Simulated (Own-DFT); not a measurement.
# Which arrangement is lower? C16Si16, 32 atoms

Calculated results; nothing here was measured. The program, named Own-DFT, is a retired in-house plane-wave density functional code that no person has reviewed. Each row is one single-point run on a periodic cell that was not relaxed, without spin or spin-orbit coupling.

Settings of every run: PBE; PseudoDojo norm-conserving scalar-relativistic files; cutoff 42 hartree; 5 x 5 x 3 k mesh centred on Gamma; Fermi-Dirac smearing of 0.1 eV.

Known limits: forces on such cells passed a denser k mesh, each cell not checked; stress not checked against mesh or cutoff.

All cells hold the same atoms in the same cell, with vectors in Å (6.165, 0.000, 0.000); (-3.083, 5.339, 0.000); (0.000, 0.000, 10.068). Every atom was moved at random from its ideal site; u is the rms move along one axis. E is the free energy of the cell above the lowest run. The arrangements:

- A: 2H SiC
- B: 4H SiC

```
arrangement   u (Å)  E (eV)  P (GPa)
          A  0.0233   0.000     3.53
          A  0.0283   0.309     3.77
          A  0.0323   0.554     3.87
          A  0.0590   3.045     5.63
          A  0.0663   4.558     6.72
          A  0.0692   4.258     6.35
          B  0.0290   0.286     3.67
          B  0.0292   0.402     3.90
          B  0.0315   0.671     4.11
          B  0.0586   3.015     5.40
          B  0.0602   3.240     6.27
          B  0.0611   3.951     6.31
```

Question: once the cost of the random moves is taken out, how do the arrangements rank?

## Worked answer

Fit E = a + b u², with one b for all and one a for each arrangement, and with residuals divided by u², since the noise grows with the moves. Then b = 1089 eV/Å², the scatter at u = 0.04 Å is 0.13 eV, and against A:

- B: 0.05 ± 0.05 eV (not told apart from A)

These are energies of unrelaxed cells. Relaxing the atoms lowers the strained arrangements most, so the gaps would shrink and small ones could change sign.
